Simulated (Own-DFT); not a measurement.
# Computed records: SiC (4H silicon carbide, atoms displaced)

Computed with Own-DFT development build. A calculation, not a measurement: plane-wave PBE density functional theory by an unreviewed code, no spin, of a simulated periodic cell, stress positive in tension, free energy of the whole cell less one offset for each atom, forces on such cells passed a denser k mesh, this cell's mesh not checked; offsets are fitted by least squares, one for each functional and potential file, so energies compare only between cells with the same atoms and settings and are not formation energies; the far tail of each file's local potential was reset to the Coulomb form; each entry is a single point on an unrelaxed cell, so the pressure reflects the starting lattice, mostly measured values (interpolated for alloys), from which strain is counted, and rises with the displacements; printed positions are rounded, which can move forces by about a meV/angstrom; the program, named Own-DFT, is a retired in-house code; no spin-orbit coupling.

```xyz
32
Lattice="6.1654 0.0000 0.0000 -3.0827 5.3394 0.0000 0.0000 0.0000 10.0681" Properties=species:S:1:pos:R:3:force_x:R:1:force_y:R:1:force_z:R:1 formula=SiC functional=PBE potential_files=PseudoDojo_norm-conserving,scalar-relativistic,standard_set wave_cutoff=42 occupations=Fermi-Dirac smearing_width=0.1 hardware=one_NVIDIA_H100 k_mesh=5_x_5_x_3_centred_on_Gamma free_energy_of_cell_above_offsets=5.451 pressure=11.99 stress_xx=-11.04 stress_yy=-11.95 stress_zz=-12.98 stress_yz=-1.95 stress_xz=0.01 stress_xy=-2.98 wall_time=119.5
Si     6.0465     0.1067     3.9718      2.999     -0.141      1.182
Si    -0.0284     1.7078     1.5892     -0.613       5.03     -3.094
C      0.0263     0.1198     0.9327       0.18     -3.924       1.91
C      0.0014     1.9201     3.2906      0.544     -1.635      4.579
Si    -1.3921     2.8599     4.0459     -2.962     -7.661      2.882
Si    -1.5652     4.4073     1.6530      1.272      2.623     -0.529
C     -1.5929     2.7787     1.0663       -0.1     -3.935      -1.96
C     -1.4541     4.3925     3.5040     -3.109      5.967     -2.031
Si    -0.0808     5.2765     4.2276      1.466       1.99     -4.364
Si     3.0006     1.6555     1.5721      0.978      3.422      0.431
C      0.0931     5.3202     1.0244     -2.217     -0.473     -1.765
C      3.0573     1.6493     3.4824     -0.049      2.566      0.315
Si     1.5224     2.7262     4.0260      1.998     -3.362      1.917
Si     1.5411     4.3941     1.5992      0.472      1.237     -0.034
C      1.4464     2.7845     0.7593      0.675      -3.13      8.462
C      1.5439     4.4304     3.6571     -1.025      1.277     -3.679
Si    -2.9154     5.2745     9.2105     -4.492      -0.45     -1.028
Si     2.9494     3.5607     6.6212      4.072       1.26      1.665
C     -0.0002     0.0411     5.8111     -0.285     -0.688      2.453
C      2.9988     3.4743     8.8187     -0.239      1.227     -4.181
Si    -1.4935     2.8710     9.1500     -3.646      -4.66      2.191
Si     4.6718     0.9196     6.5557     -0.841     -0.776      1.483
C     -1.3807     2.6987     6.1502     -5.217     -0.969     -3.758
C      4.5981     0.8055     8.5419      5.492      3.248     -2.306
Si     3.1624     0.1871     9.0863     -3.343     -4.391       2.76
Si     0.0658     3.4855     6.5102     -0.146      3.875      4.133
C      3.0395     0.0019     5.9052      0.941     -0.252      5.353
C     -0.0720     3.5626     8.5768      2.122      3.535     -3.221
Si     1.2797     2.6237     9.2062      3.222      0.569     -5.081
Si     1.5022     0.7417     6.6881      0.253      2.177     -1.967
C      1.5354     2.7017     6.1078      0.576     -3.746     -2.996
C      1.5063     0.8811     8.5124       1.02       0.19      0.279
```

Units: wave_cutoff in hartree; smearing_width, free_energy_of_cell_above_offsets in eV; pressure, stress_xx, stress_yy, stress_zz, stress_yz, stress_xz, stress_xy in GPa; wall_time in s; force_x, force_y, force_z in eV/Å.
